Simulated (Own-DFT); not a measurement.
## Calculated data, AlGa₃N₄ (wurtzite random alloy, strained, atoms displaced)

A calculation, not a measurement: plane-wave PBE density functional theory by an unreviewed code, no spin, of a simulated periodic cell, stress positive in tension, free energy of the whole cell less one offset for each atom, forces on such cells passed a denser k mesh, this cell's mesh not checked; offsets are fitted by least squares, one for each functional and potential file, so energies compare only between cells with the same atoms and settings and are not formation energies; the far tail of each file's local potential was reset to the Coulomb form; each entry is a single point on an unrelaxed cell, so the pressure reflects the starting lattice, mostly measured values, from which strain is counted, and rises with the displacements; printed positions are rounded, which can move forces by about a meV/angstrom; the program is a retired in-house code; no spin-orbit coupling. Program: Own-DFT development build.

Common to all runs: functional PBE; potential files PseudoDojo norm-conserving, scalar-relativistic, standard set with the stringent files for Ga; wave cutoff 96 hartree; occupations Gaussian; smearing width 0.01 eV; k mesh 4 x 4 x 3 centred on Gamma.

```yaml
- entry: 1
  formula: AlGa3N4
  kind: "wurtzite random alloy, strained, atoms displaced"
  structure:
    cell_angstrom: [[9.7945, 0.0, 0.0], [-4.8973, 8.4823, 0.0], [0.0, 0.0, 10.2685]]
    atoms_fractional:
      - [Ga, 0.11692, 0.22877, 0.00955]
      - [Ga, 0.21215, 0.10529, 0.25185]
      - ["N", 0.11, 0.22048, 0.17945]
      - ["N", 0.21645, 0.10655, 0.43291]
      - [Ga, 0.09854, 0.21196, 0.49679]
      - [Ga, 0.22664, 0.10975, 0.74879]
      - ["N", 0.10236, 0.22058, 0.69102]
      - ["N", 0.22079, 0.11239, 0.94454]
      - [Ga, 0.10916, 0.55723, 0.0057]
      - [Ga, 0.21019, 0.44031, 0.25163]
      - ["N", 0.11252, 0.55306, 0.18675]
      - ["N", 0.22398, 0.44835, 0.43883]
      - [Al, 0.11773, 0.56126, 0.49977]
      - [Ga, 0.21852, 0.44468, 0.75048]
      - ["N", 0.10903, 0.55266, 0.68857]
      - ["N", 0.21082, 0.43581, 0.93282]
      - [Ga, 0.12276, 0.89596, 0.00434]
      - [Al, 0.22277, 0.77964, 0.2466]
      - ["N", 0.11212, 0.88871, 0.19788]
      - ["N", 0.21918, 0.77642, 0.44372]
      - [Ga, 0.11529, 0.8826, 0.49609]
      - [Al, 0.2182, 0.76872, 0.75778]
      - ["N", 0.11232, 0.88033, 0.6871]
      - ["N", 0.22435, 0.76875, 0.92761]
      - [Ga, 0.43934, 0.22187, 0.99807]
      - [Ga, 0.54936, 0.11438, 0.24886]
      - ["N", 0.44082, 0.22231, 0.18802]
      - ["N", 0.55058, 0.11702, 0.43986]
      - [Al, 0.44097, 0.21298, 0.48497]
      - [Ga, 0.5633, 0.12117, 0.74109]
      - ["N", 0.44628, 0.22688, 0.69017]
      - ["N", 0.5533, 0.11763, 0.93796]
      - [Al, 0.44025, 0.54901, 0.00509]
      - [Ga, 0.55876, 0.44483, 0.24748]
      - ["N", 0.44178, 0.55916, 0.18883]
      - ["N", 0.5512, 0.43962, 0.44256]
      - [Ga, 0.44118, 0.55397, 0.50117]
      - [Ga, 0.55423, 0.45037, 0.75532]
      - ["N", 0.45125, 0.56792, 0.69065]
      - ["N", 0.56212, 0.43919, 0.93746]
      - [Ga, 0.44321, 0.88931, 0.00744]
      - [Ga, 0.55777, 0.78518, 0.25101]
      - ["N", 0.44501, 0.87509, 0.18805]
      - ["N", 0.54256, 0.77099, 0.4354]
      - [Ga, 0.44764, 0.88944, 0.49623]
      - [Ga, 0.56692, 0.78394, 0.74971]
      - ["N", 0.44562, 0.89328, 0.68547]
      - ["N", 0.56227, 0.7758, 0.94544]
      - [Ga, 0.78031, 0.22571, 0.0046]
      - [Al, 0.88891, 0.11806, 0.24403]
      - ["N", 0.7691, 0.22121, 0.19331]
      - ["N", 0.88405, 0.11008, 0.44896]
      - [Ga, 0.77597, 0.22225, 0.50259]
      - [Ga, 0.90026, 0.12332, 0.75289]
      - ["N", 0.7813, 0.2222, 0.70184]
      - ["N", 0.89055, 0.10464, 0.94864]
      - [Ga, 0.77552, 0.55619, 0.01261]
      - [Al, 0.8952, 0.44522, 0.25006]
      - ["N", 0.76852, 0.55296, 0.19128]
      - ["N", 0.88907, 0.44001, 0.43511]
      - [Al, 0.776, 0.55702, 0.50231]
      - [Ga, 0.89667, 0.4469, 0.74875]
      - ["N", 0.77481, 0.5549, 0.69534]
      - ["N", 0.8976, 0.44866, 0.94409]
      - [Ga, 0.77213, 0.89021, 0.00172]
      - [Al, 0.88799, 0.76728, 0.24816]
      - ["N", 0.77851, 0.88037, 0.19188]
      - ["N", 0.88004, 0.77901, 0.43771]
      - [Ga, 0.78477, 0.89386, 0.49291]
      - [Ga, 0.88895, 0.77921, 0.7507]
      - ["N", 0.77867, 0.89294, 0.69238]
      - ["N", 0.89609, 0.78672, 0.9407]
  results:
    "free_energy_of_cell_above_offsets [eV]": "-8.622"
    "pressure [GPa]": -3.45
    "stress_xx [GPa]": 6.66
    "stress_yy [GPa]": 7.58
    "stress_zz [GPa]": -3.9
    "stress_yz [GPa]": 0.46
    "stress_xz [GPa]": 0.12
    "stress_xy [GPa]": -0.07
    force_element: [Ga, Ga, "N", "N", Ga, Ga, "N", "N", Ga, Ga, "N", "N", Al, Ga, "N", "N", Ga, Al, "N", "N", Ga, Al, "N", "N", Ga, Ga, "N", "N", Al, Ga, "N", "N", Al, Ga, "N", "N", Ga, Ga, "N", "N", Ga, Ga, "N", "N", Ga, Ga, "N", "N", Ga, Al, "N", "N", Ga, Ga, "N", "N", Ga, Al, "N", "N", Al, Ga, "N", "N", Ga, Al, "N", "N", Ga, Ga, "N", "N"]
    "force_x [eV/angstrom]": [-0.492, 0.449, -1.111, 0.486, 1.199, -0.444, 2.382, 0.184, 0.775, 2.121, -1.627, -1.176, -0.377, 0.736, 0.399, 1.329, -0.993, 0.635, 0.393, 1.029, -1.704, 0.375, 0.154, -0.305, 0.756, 0.421, -0.39, 1.243, -1.782, -0.978, -0.311, 0.781, 0.132, -2.019, 0.129, 0.822, 0.538, 0.355, -0.484, -1.751, 0.798, 1.65, -3.079, 1.167, -0.471, -1.397, -0.246, -1.639, -0.24, 0.044, 1.494, -0.47, -0.177, -1.128, -0.033, -0.628, 0.609, -1.067, 2.63, -0.056, -0.279, -1.356, 0.634, -1.108, 1.511, -1.176, 0.294, 1.942, -1.486, 0.178, 0.962, 0.247]
    "force_y [eV/angstrom]": [-0.909, 0.966, -0.175, 0.336, 1.338, -0.271, 0.734, 0.008, -0.291, 0.403, 1.01, -0.707, -0.854, 0.04, 1.154, 1.325, -0.9, -0.454, -1.577, -0.962, 0.552, 1.03, 0.343, 0.92, 0.062, -0.553, -0.304, -0.96, 1.839, -1.248, -0.075, -0.849, 0.641, -0.237, -0.97, -0.103, -0.063, -0.389, -1.307, 0.966, 0.215, -1.673, 1.67, 0.86, -0.019, 0.372, -0.53, -1.179, -0.467, -1.436, 0.689, 0.459, 0.286, -2.162, 0.817, 1.539, 0.481, -0.455, 0.53, 1.487, -0.363, 0.002, 0.064, -0.309, -0.312, 1.164, 1.444, -1.56, -1.056, 0.121, 0.569, -0.758]
    "force_z [eV/angstrom]": [-4.372, -1.109, 5.039, 1.636, 0.855, -0.05, -0.883, -0.512, -1.934, -0.128, 1.764, 0.583, 0.123, -0.904, -0.783, 1.964, -0.977, 0.93, -0.5, -2.05, 0.763, -3.67, 0.612, 3.651, -0.307, -0.232, 0.53, -0.288, 2.085, 1.232, -1.503, 0.526, -0.982, 0.957, -0.205, -0.142, -0.233, -1.325, 0.194, 1.777, -2.643, -0.229, 1.129, 0.652, 0.805, 0.476, 0.828, -0.415, -1.264, 0.277, 0.688, -2.689, 0.359, 1.169, -1.649, -0.388, -3.217, -0.081, 1.654, 0.533, 0.131, 0.773, -1.458, 0.126, 0.137, 0.359, 0.93, -0.628, 1.343, 0.031, -0.807, 0.935]
- entry: 2
  formula: AlGa3N4
  kind: "wurtzite random alloy, strained, atoms displaced"
  structure:
    cell_angstrom: [[9.7945, 0.0, 0.0], [-4.8973, 8.4823, 0.0], [0.0, 0.0, 10.2685]]
    atoms_fractional:
      - [Ga, 0.11489, 0.22301, 0.99731]
      - [Al, 0.21437, 0.10263, 0.25539]
      - ["N", 0.11023, 0.21809, 0.18841]
      - ["N", 0.22593, 0.11397, 0.44611]
      - [Al, 0.10676, 0.22331, 0.49761]
      - [Ga, 0.22059, 0.11722, 0.7541]
      - ["N", 0.11761, 0.2208, 0.69084]
      - ["N", 0.22065, 0.11615, 0.93255]
      - [Ga, 0.11465, 0.55421, 0.00359]
      - [Ga, 0.22266, 0.45363, 0.25063]
      - ["N", 0.11087, 0.56586, 0.19058]
      - ["N", 0.22269, 0.44507, 0.43746]
      - [Al, 0.11792, 0.56106, 0.50423]
      - [Al, 0.22095, 0.44111, 0.75448]
      - ["N", 0.11307, 0.55789, 0.68883]
      - ["N", 0.21777, 0.44232, 0.9399]
      - [Al, 0.10809, 0.8914, 0.9987]
      - [Al, 0.21664, 0.77651, 0.253]
      - ["N", 0.11545, 0.88945, 0.1843]
      - ["N", 0.22901, 0.77862, 0.43419]
      - [Ga, 0.10875, 0.89381, 0.49532]
      - [Ga, 0.22075, 0.77761, 0.75464]
      - ["N", 0.11576, 0.89657, 0.69435]
      - ["N", 0.22551, 0.77732, 0.93636]
      - [Ga, 0.44465, 0.22236, 0.99712]
      - [Ga, 0.54827, 0.09937, 0.25098]
      - ["N", 0.45166, 0.23167, 0.19144]
      - ["N", 0.54953, 0.11652, 0.4366]
      - [Ga, 0.44576, 0.21804, 0.49941]
      - [Ga, 0.55057, 0.11193, 0.75152]
      - ["N", 0.44677, 0.22193, 0.68942]
      - ["N", 0.54922, 0.11051, 0.93133]
      - [Ga, 0.44616, 0.54707, 0.99231]
      - [Ga, 0.55152, 0.44243, 0.25004]
      - ["N", 0.44463, 0.558, 0.19428]
      - ["N", 0.54847, 0.43763, 0.43743]
      - [Ga, 0.4477, 0.55102, 0.49429]
      - [Ga, 0.55728, 0.44131, 0.74648]
      - ["N", 0.44979, 0.56428, 0.68421]
      - ["N", 0.54885, 0.44556, 0.94027]
      - [Ga, 0.44213, 0.88557, 0.99399]
      - [Ga, 0.5535, 0.77573, 0.24682]
      - ["N", 0.44427, 0.88551, 0.19345]
      - ["N", 0.56165, 0.77444, 0.44095]
      - [Ga, 0.45933, 0.89568, 0.49498]
      - [Al, 0.55247, 0.77415, 0.74569]
      - ["N", 0.441, 0.88724, 0.692]
      - ["N", 0.55126, 0.7668, 0.93745]
      - [Ga, 0.78451, 0.22446, 0.99863]
      - [Ga, 0.88861, 0.10371, 0.25158]
      - ["N", 0.78787, 0.22848, 0.19358]
      - ["N", 0.89077, 0.12029, 0.43508]
      - [Ga, 0.76884, 0.2161, 0.49916]
      - [Ga, 0.88589, 0.1225, 0.74938]
      - ["N", 0.76982, 0.21326, 0.6879]
      - ["N", 0.8837, 0.10674, 0.93859]
      - [Ga, 0.77594, 0.55526, 0.99531]
      - [Ga, 0.88911, 0.44512, 0.24349]
      - ["N", 0.77828, 0.54918, 0.18878]
      - ["N", 0.88946, 0.45248, 0.44384]
      - [Ga, 0.78225, 0.55391, 0.50412]
      - [Ga, 0.88937, 0.44206, 0.75116]
      - ["N", 0.76821, 0.54012, 0.69218]
      - ["N", 0.90184, 0.46019, 0.94649]
      - [Ga, 0.78475, 0.88576, 0.00065]
      - [Al, 0.88293, 0.77349, 0.2505]
      - ["N", 0.78374, 0.88745, 0.18984]
      - ["N", 0.89058, 0.77978, 0.43916]
      - [Ga, 0.77923, 0.88976, 0.50106]
      - [Al, 0.88828, 0.77942, 0.74819]
      - ["N", 0.78005, 0.89412, 0.68686]
      - ["N", 0.88748, 0.77241, 0.94661]
  results:
    "free_energy_of_cell_above_offsets [eV]": "-10.093"
    "pressure [GPa]": -3.94
    "stress_xx [GPa]": 6.75
    "stress_yy [GPa]": 7.31
    "stress_zz [GPa]": -2.23
    "stress_yz [GPa]": -0.52
    "stress_xz [GPa]": 0.21
    "stress_xy [GPa]": 1.31
    force_element: [Ga, Al, "N", "N", Al, Ga, "N", "N", Ga, Ga, "N", "N", Al, Al, "N", "N", Al, Al, "N", "N", Ga, Ga, "N", "N", Ga, Ga, "N", "N", Ga, Ga, "N", "N", Ga, Ga, "N", "N", Ga, Ga, "N", "N", Ga, Ga, "N", "N", Ga, Al, "N", "N", Ga, Ga, "N", "N", Ga, Ga, "N", "N", Ga, Ga, "N", "N", Ga, Ga, "N", "N", Ga, Al, "N", "N", Ga, Al, "N", "N"]
    "force_x [eV/angstrom]": [-0.821, 0.573, 0.664, -1.519, 0.755, 1.243, -2.077, 0.582, 0.087, 0.148, 0.745, -0.826, -0.37, 0.182, 0.551, 0.549, 0.893, 0.54, -0.653, -0.489, 1.256, 0.006, -1.039, -1.311, -0.201, 0.144, -0.863, 1.866, -1.253, 0.22, -0.67, 0.89, -2.024, 0.542, -0.02, 1.08, -0.705, -1.434, -0.523, 2.253, 0.636, 0.582, -0.922, -0.41, -1.264, 0.062, 1.073, 0.235, -0.845, -0.219, -0.565, 0.643, 0.285, 1.669, -0.435, 0.54, -0.08, 0.036, -1.161, 1.77, -1.143, 0.25, 0.869, -0.706, -1.515, 0.856, -0.202, -0.239, 0.173, 0.17, 0.094, 0.793]
    "force_y [eV/angstrom]": [-0.216, 1.235, 0.095, 0.062, 0.42, -0.73, 1.703, -1.288, 1.051, -0.849, -0.189, -0.34, -0.166, 0.654, -0.937, -0.033, -0.205, 0.476, 0.022, -0.281, -0.464, 0.304, -1.362, 0.335, -0.029, 1.904, -2.464, -1.077, 0.953, -0.822, 0.09, 0.237, 1.356, 0.553, -0.42, 0.466, 0.104, -0.006, -1.181, -1.099, 0.07, 0.18, -0.416, 0.618, -1.003, 0.787, -0.048, 1.062, 0.087, 1.09, -1.524, -0.696, 1.441, -1.561, 1.29, 0.375, -0.472, 0.066, 1.611, -0.74, 0.022, 0.132, 2.467, -1.945, 0.005, -0.419, -0.649, -0.291, 0.308, 0.129, -0.937, 1.101]
    "force_z [eV/angstrom]": [0.611, -0.721, 0.602, -1.394, 0.275, -1.848, -1.005, 2.4, -0.24, -0.412, 0.327, 1.208, -0.928, -1.262, 0.199, -0.569, -0.343, -0.719, 0.923, 0.801, 1.056, -1.515, -0.249, 1.679, 0.739, -1.052, -0.394, 0.297, 0.453, -1.301, 0.062, 2.224, 1.522, -0.11, -1.053, 0.646, 0.421, 0.099, 1.139, -0.868, 0.45, 0.206, -0.698, -0.53, 0.825, 0.246, -0.408, -0.564, 0.656, -1.068, -0.658, 1.527, -0.652, -0.034, 0.167, 0.081, 0.996, 1.334, 0.123, -0.304, -0.743, -0.08, 0.393, -1.204, -0.372, -0.419, 0.383, -0.564, -0.423, 0.131, 1.351, -1.848]
- entry: 3
  formula: AlGa3N4
  kind: "wurtzite random alloy, strained, atoms displaced"
  structure:
    cell_angstrom: [[9.7945, 0.0, 0.0], [-4.8973, 8.4823, 0.0], [0.0, 0.0, 10.2685]]
    atoms_fractional:
      - [Ga, 0.10379, 0.21656, 0.00296]
      - [Ga, 0.22681, 0.11434, 0.25169]
      - ["N", 0.114, 0.22194, 0.18587]
      - ["N", 0.21662, 0.11329, 0.43861]
      - [Ga, 0.11024, 0.22786, 0.50399]
      - [Ga, 0.22526, 0.11696, 0.75406]
      - ["N", 0.11233, 0.22608, 0.69121]
      - ["N", 0.22454, 0.11018, 0.94091]
      - [Al, 0.10511, 0.54987, 0.99751]
      - [Ga, 0.23291, 0.44721, 0.2545]
      - ["N", 0.11545, 0.55398, 0.19513]
      - ["N", 0.22524, 0.44748, 0.43601]
      - [Ga, 0.11385, 0.55721, 0.50197]
      - [Al, 0.22104, 0.44496, 0.75704]
      - ["N", 0.09987, 0.54142, 0.68652]
      - ["N", 0.21432, 0.4458, 0.94054]
      - [Ga, 0.10931, 0.87584, 0.99438]
      - [Ga, 0.2182, 0.77539, 0.25059]
      - ["N", 0.10329, 0.88515, 0.19041]
      - ["N", 0.21418, 0.77541, 0.44419]
      - [Al, 0.11319, 0.89136, 0.49716]
      - [Al, 0.22211, 0.77669, 0.74228]
      - ["N", 0.11198, 0.90024, 0.68926]
      - ["N", 0.22237, 0.77764, 0.94092]
      - [Ga, 0.44156, 0.22719, 0.00037]
      - [Ga, 0.55106, 0.10391, 0.24324]
      - ["N", 0.43872, 0.22262, 0.18539]
      - ["N", 0.55019, 0.11474, 0.43838]
      - [Ga, 0.44634, 0.23076, 0.50664]
      - [Ga, 0.55231, 0.09961, 0.74378]
      - ["N", 0.44342, 0.2196, 0.68741]
      - ["N", 0.5608, 0.10745, 0.94162]
      - [Al, 0.44606, 0.55018, 0.00386]
      - [Ga, 0.5507, 0.43881, 0.25049]
      - ["N", 0.44335, 0.56288, 0.19701]
      - ["N", 0.55679, 0.44135, 0.44324]
      - [Ga, 0.4442, 0.55428, 0.50224]
      - [Ga, 0.5538, 0.44659, 0.74981]
      - ["N", 0.44063, 0.55549, 0.69437]
      - ["N", 0.56087, 0.45277, 0.94704]
      - [Ga, 0.44395, 0.88658, 0.00166]
      - [Ga, 0.55043, 0.7813, 0.25301]
      - ["N", 0.43435, 0.89524, 0.19448]
      - ["N", 0.54966, 0.76954, 0.44036]
      - [Ga, 0.43977, 0.89001, 0.50206]
      - [Ga, 0.55175, 0.7704, 0.74991]
      - ["N", 0.43845, 0.87688, 0.6845]
      - ["N", 0.55171, 0.78044, 0.9414]
      - [Ga, 0.77937, 0.21343, 0.00338]
      - [Ga, 0.88493, 0.10682, 0.25191]
      - ["N", 0.78083, 0.21449, 0.19009]
      - ["N", 0.88997, 0.11851, 0.44046]
      - [Ga, 0.76856, 0.22048, 0.49665]
      - [Al, 0.8882, 0.10837, 0.76055]
      - ["N", 0.77855, 0.23003, 0.70109]
      - ["N", 0.88923, 0.10272, 0.93927]
      - [Ga, 0.77089, 0.5563, 0.00483]
      - [Ga, 0.88005, 0.43541, 0.24996]
      - ["N", 0.77823, 0.55654, 0.19026]
      - ["N", 0.89501, 0.45211, 0.4363]
      - [Ga, 0.7877, 0.54829, 0.50095]
      - [Ga, 0.90114, 0.45206, 0.74639]
      - ["N", 0.76997, 0.54977, 0.70276]
      - ["N", 0.88883, 0.44996, 0.93718]
      - [Al, 0.78626, 0.88681, 0.00363]
      - [Ga, 0.88709, 0.77538, 0.24935]
      - ["N", 0.78196, 0.89001, 0.18591]
      - ["N", 0.89035, 0.77618, 0.43417]
      - [Al, 0.79037, 0.89365, 0.49809]
      - [Al, 0.89313, 0.78857, 0.75087]
      - ["N", 0.78087, 0.88289, 0.68471]
      - ["N", 0.88426, 0.77268, 0.93749]
  results:
    "free_energy_of_cell_above_offsets [eV]": "-9.907"
    "pressure [GPa]": -3.92
    "stress_xx [GPa]": 6.98
    "stress_yy [GPa]": 7.65
    "stress_zz [GPa]": -2.86
    "stress_yz [GPa]": -0.14
    "stress_xz [GPa]": 0.37
    "stress_xy [GPa]": -0.3
    force_element: [Ga, Ga, "N", "N", Ga, Ga, "N", "N", Al, Ga, "N", "N", Ga, Al, "N", "N", Ga, Ga, "N", "N", Al, Al, "N", "N", Ga, Ga, "N", "N", Ga, Ga, "N", "N", Al, Ga, "N", "N", Ga, Ga, "N", "N", Ga, Ga, "N", "N", Ga, Ga, "N", "N", Ga, Ga, "N", "N", Ga, Al, "N", "N", Ga, Ga, "N", "N", Ga, Ga, "N", "N", Al, Ga, "N", "N", Al, Al, "N", "N"]
    "force_x [eV/angstrom]": [0.922, -1.014, -0.338, 0.635, 0.217, -0.092, -0.733, -0.537, -0.176, -1.65, -0.703, -0.11, 0.203, -0.084, 2.823, 1.211, -0.937, -0.879, 0.914, 0.099, -0.745, -0.707, 0.661, 0.67, 1.008, -0.366, 1.058, 0.253, -0.457, -0.059, 0.046, -0.987, -1.413, 0.148, 1.397, 0.031, 0.233, 0.347, -0.638, -1.702, -0.48, 0.474, 1.306, 0.668, 0.515, 0.526, -0.569, 1.809, -0.594, 1.387, -1.29, -0.06, 0.772, -0.216, 1.045, -0.2, 1.738, 1.02, -0.36, 0.618, -2.331, -3.122, 1.217, 0.844, -1.087, 0.063, -0.863, 0.039, -0.918, 0.344, -0.56, -0.286]
    "force_y [eV/angstrom]": [0.538, -0.842, 0.129, -0.539, -0.11, -0.028, 0.246, -0.133, 0.598, -0.702, -0.273, -0.219, -0.429, -0.472, 2.635, 0.115, 1.213, -0.443, 0.407, 0.853, 0.284, -0.045, -1.902, -1.436, -0.607, 1.779, 0.086, -0.454, -1.057, 1.17, 0.165, 0.171, 1.091, 0.867, -0.451, 0.795, -0.099, -0.541, -1.027, -0.915, 0.334, 0.165, -1.467, 1.84, -0.335, 0.879, 0.233, -1.076, 1.033, 0.288, 0.354, -1.317, 0.456, 0.343, -1.859, -0.61, -0.054, 1.035, -0.841, -1.587, 1.298, -1.392, 1.87, -0.407, -0.228, 0.086, -0.339, 0.711, -0.631, -1.508, 1.265, 1.047]
    "force_z [eV/angstrom]": [-0.634, -0.498, 1.313, 0.841, -0.534, -0.584, 1.239, 0.18, 1.017, -1.257, -1.311, 1.795, -1.175, -0.746, 0.545, 0.09, 0.91, 0.037, -0.36, 0.248, 0.095, 0.811, -0.35, -1.532, -0.804, 0.762, 0.808, -0.036, -1.421, 1.138, 1.638, -0.195, 0.075, 0.319, -1.848, -0.258, -0.235, 0.448, 0.026, -0.612, -0.154, -0.281, -0.597, 0.591, -1.524, 0.208, 1.3, 0.56, -1.301, -0.132, 0.309, 0.48, 1.047, -2.249, -1.315, 0.468, -0.923, -0.746, 0.577, 0.428, 0.94, 1.57, -1.615, 1.26, -0.789, -0.234, 0.311, 1.836, -0.129, -0.25, 0.523, -0.12]
- entry: 4
  formula: AlGa3N4
  kind: "wurtzite random alloy, strained, atoms displaced"
  structure:
    cell_angstrom: [[9.7945, 0.0, 0.0], [-4.8973, 8.4823, 0.0], [0.0, 0.0, 10.2685]]
    atoms_fractional:
      - [Al, 0.10651, 0.22078, 0.99597]
      - [Ga, 0.22689, 0.10881, 0.24931]
      - ["N", 0.1109, 0.23086, 0.1883]
      - ["N", 0.22478, 0.11044, 0.43549]
      - [Ga, 0.10562, 0.22569, 0.50217]
      - [Ga, 0.21955, 0.11276, 0.74395]
      - ["N", 0.11952, 0.23219, 0.68697]
      - ["N", 0.23187, 0.11085, 0.94027]
      - [Ga, 0.11478, 0.55319, 0.99788]
      - [Al, 0.21976, 0.45325, 0.2448]
      - ["N", 0.10648, 0.5471, 0.19053]
      - ["N", 0.22809, 0.4545, 0.43708]
      - [Ga, 0.1068, 0.5526, 0.50571]
      - [Ga, 0.21356, 0.44036, 0.74456]
      - ["N", 0.10219, 0.55413, 0.69056]
      - ["N", 0.22489, 0.44247, 0.93646]
      - [Ga, 0.11508, 0.8874, 0.00181]
      - [Ga, 0.23101, 0.78158, 0.24519]
      - ["N", 0.11644, 0.9027, 0.1887]
      - ["N", 0.22281, 0.77448, 0.43391]
      - [Ga, 0.1063, 0.88984, 0.49541]
      - [Ga, 0.22824, 0.79217, 0.74829]
      - ["N", 0.10089, 0.88939, 0.68592]
      - ["N", 0.22985, 0.77953, 0.94535]
      - [Ga, 0.44593, 0.2285, 0.99892]
      - [Al, 0.55562, 0.12013, 0.25178]
      - ["N", 0.44796, 0.22174, 0.19987]
      - ["N", 0.54977, 0.09859, 0.43956]
      - [Ga, 0.44316, 0.22297, 0.50702]
      - [Ga, 0.54666, 0.09995, 0.74453]
      - ["N", 0.45121, 0.22461, 0.68694]
      - ["N", 0.55201, 0.11276, 0.94808]
      - [Ga, 0.44449, 0.54833, 0.0054]
      - [Al, 0.55955, 0.4535, 0.24088]
      - ["N", 0.43057, 0.54683, 0.17486]
      - ["N", 0.55135, 0.43494, 0.4405]
      - [Ga, 0.4465, 0.54901, 0.50202]
      - [Al, 0.55323, 0.45075, 0.74522]
      - ["N", 0.45309, 0.55658, 0.69407]
      - ["N", 0.54967, 0.44626, 0.93524]
      - [Ga, 0.42849, 0.87771, 0.99486]
      - [Ga, 0.55311, 0.77288, 0.25518]
      - ["N", 0.44671, 0.88871, 0.18965]
      - ["N", 0.55633, 0.7798, 0.43805]
      - [Ga, 0.43467, 0.87762, 0.49484]
      - [Ga, 0.54894, 0.77655, 0.74787]
      - ["N", 0.44207, 0.88149, 0.68745]
      - ["N", 0.55077, 0.78316, 0.9399]
      - [Ga, 0.77646, 0.21928, 0.9981]
      - [Ga, 0.89417, 0.103, 0.25545]
      - ["N", 0.78468, 0.22586, 0.18566]
      - ["N", 0.89273, 0.11559, 0.4405]
      - [Ga, 0.76751, 0.21289, 0.49243]
      - [Ga, 0.89278, 0.10984, 0.7436]
      - ["N", 0.77781, 0.21511, 0.67902]
      - ["N", 0.89295, 0.10069, 0.93771]
      - [Al, 0.77199, 0.55435, 0.99939]
      - [Al, 0.88798, 0.44113, 0.25189]
      - ["N", 0.77453, 0.55452, 0.18758]
      - ["N", 0.89317, 0.45225, 0.44505]
      - [Ga, 0.77582, 0.55926, 0.49745]
      - [Al, 0.89083, 0.44016, 0.74538]
      - ["N", 0.78222, 0.56689, 0.68205]
      - ["N", 0.89091, 0.45136, 0.9454]
      - [Ga, 0.7809, 0.89288, 0.99505]
      - [Ga, 0.88939, 0.77757, 0.24902]
      - ["N", 0.7672, 0.8974, 0.1959]
      - ["N", 0.88407, 0.78503, 0.44104]
      - [Al, 0.77661, 0.88742, 0.49395]
      - [Ga, 0.88041, 0.77549, 0.74534]
      - ["N", 0.79023, 0.88896, 0.68868]
      - ["N", 0.87716, 0.77387, 0.93569]
  results:
    "stress_zz [GPa]": null
    "pressure [GPa]": null
    "stress_xx [GPa]": null
```

**Q.** AlGa₃N₄ (wurtzite random alloy, strained, atoms displaced) (entry 4): stress zz?
**A.** -2.42 GPa

**Q.** Estimate the pressure of AlGa₃N₄ (wurtzite random alloy, strained, atoms displaced) (entry 4).
**A.** -3.49 GPa

**Q.** Estimate the stress xx of AlGa₃N₄ (wurtzite random alloy, strained, atoms displaced) (entry 4).
**A.** 6.1 GPa

Further results for AlGa₃N₄ (wurtzite random alloy, strained, atoms displaced) (entry 4):

| Property | Result |
| --- | --- |
| free energy of cell above offsets | -8.866 eV |
| stress yy | 6.8 GPa |
| stress yz | -0.47 GPa |
| stress xz | -0.37 GPa |
| stress xy | -0.25 GPa |

Force:
```csv
element,x (eV/Å),y (eV/Å),z (eV/Å)
Al,0.939,0.107,0.753
Ga,-0.91,2.021,-0.074
N,0.741,-0.212,-0.501
N,-0.71,0.212,1.271
Ga,1.263,0.411,-1.573
Ga,0.756,-0.101,0.786
N,-0.313,-1.314,0.215
N,-1.997,0.078,-0.422
Ga,-0.356,-0.29,0.181
Al,0.738,-1.498,0.629
N,-0.802,1.041,0.047
N,-0.1,-0.722,-0.245
Ga,0.484,0.657,-1.271
Ga,0.759,1.773,0.946
N,0.619,0.422,0.877
N,-0.597,-0.872,0.029
Ga,-0.952,0.259,-0.764
Ga,-0.669,-0.569,0.057
N,0.008,-2.465,0.052
N,-1.223,-0.154,0.818
Ga,0.643,-0.005,-0.159
Ga,-1.001,-1.437,0.198
N,1.387,0.39,0.398
N,-3.237,-1.617,-1.741
Ga,0.512,-0.461,0.534
Al,1.488,-1.281,-0.527
N,-0.079,1.544,-1.119
N,-0.55,0.875,-0.619
Ga,0.29,-0.931,-2.097
Ga,0.812,1.303,1.02
N,-0.742,0.493,1.624
N,0.429,-0.453,-1.517
Ga,-0.937,1.341,-4.145
Al,-0.605,-1.536,1.133
N,1.019,0.308,5.253
N,0.063,1.389,-1.474
Ga,-0.488,0.539,-0.252
Al,1.755,-0.638,0.537
N,-1.428,-0.171,-0.753
N,1.813,0.138,-0.245
Ga,3.476,2.622,1.897
Ga,-0.87,0.304,-1.65
N,-0.163,0.801,0.172
N,0.965,-0.58,1.381
Ga,0.408,0.605,-0.085
Ga,1.589,-0.067,0.805
N,-0.654,0.449,-0.404
N,0.914,-0.733,-0.298
Ga,0.145,0.073,0.052
Ga,-0.722,2.013,-1.077
N,-1.105,-0.011,1.772
N,-0.334,-1.346,0.674
Ga,0.37,0.837,-0.059
Ga,-0.361,-0.332,0.307
N,-0.382,0.874,1.813
N,-0.362,2.313,-0.535
Al,0.384,0.284,-0.633
Al,0.197,0.061,-0.328
N,0.188,-0.129,0.081
N,-0.744,-1.114,-1.626
Ga,0.203,-0.234,-0.321
Al,-1.434,0.156,0.466
N,-0.022,-2.594,1.553
N,-0.519,-0.475,-1.697
Ga,-1.153,-1.249,0.93
Ga,-0.486,0.59,-0.311
N,1.875,-1.804,-1.124
N,0.439,-0.572,-0.742
Al,-0.515,0.731,0.959
Ga,1.307,-0.205,0.872
N,-2.857,0.835,-1.778
N,1.402,-0.676,1.075
```
